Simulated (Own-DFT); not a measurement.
# Shaking the atoms of grey tin, 64 atoms (Sn64)

These are calculations, not measurements. The program, named Own-DFT, is a retired in-house plane-wave density functional code that no person has reviewed. Each row is one single-point run on a periodic cell that was not relaxed, without spin or spin-orbit coupling.

Settings of every run: PBE; PseudoDojo norm-conserving scalar-relativistic files; cutoff 42 hartree; 3 x 3 x 3 k mesh centred on Gamma; cold (Marzari-Vanderbilt) smearing of 0.2 eV.

Known limits: forces on such cells moved up to 12 meV/angstrom on a denser k mesh; stress not checked against mesh or cutoff.

Cell vectors in Å: (12.978, 0.000, 0.000); (0.000, 12.978, 0.000); (0.000, 0.000, 12.978). In each run every atom was moved at random and independently from its ideal site; u is the rms move along one axis. E is the free energy for each atom above the fitted value at u = 0, and F the rms of the force components.

| run | u (Å) | E (meV/atom) | F (eV/Å) | largest force (eV/Å) | P (GPa) |
|---|---|---|---|---|---|
| 1 | 0.0185 | 3.7 | 0.199 | 0.77 | 3.37 |
| 2 | 0.0203 | 5.3 | 0.228 | 0.74 | 3.39 |
| 3 | 0.0497 | ? | ? | ? | ? |
| 4 | 0.0527 | 32.2 | 0.569 | 2.06 | 3.63 |
| 5 | 0.0527 | 32.5 | 0.553 | 1.75 | 3.63 |
| 6 | 0.0989 | 111.7 | 1.049 | 3.56 | 4.35 |
| 7 | 0.1050 | 136.9 | 1.159 | 3.96 | 4.56 |
| 8 | 0.1411 | 235.8 | 1.631 | 6.45 | 5.52 |

## Worked fit

For small independent moves the energy grows as E = (3/2) K u², with K the mean stiffness felt by one atom. The runs with u up to 0.11 Å give K = 7.9 ± 0.2 eV/Å², with residuals divided by u² + 0.0006 Å², since the noise grows with the moves. The scatter is 1.4 meV/atom at u = 0.05 Å. The forces follow F = G u with G = 10.8 eV/Å²; no force at u = 0 is resolved. G exceeds K because the moves of its neighbours add to the force on an atom, and stiffness differs between atoms. At u = 0.141 Å the parabola gives 235 meV/atom and the run 236. The pressure follows P = 3.33 + 108 u² GPa: at fixed volume, shortened bonds push harder than stretched ones pull.

## Withheld run

Question: what energy and rms force should run 3 give?

The fit gives 29 ± 2 meV/atom and about 0.54 eV/Å. The calculation gave 29.7 meV/atom and 0.525 eV/Å.
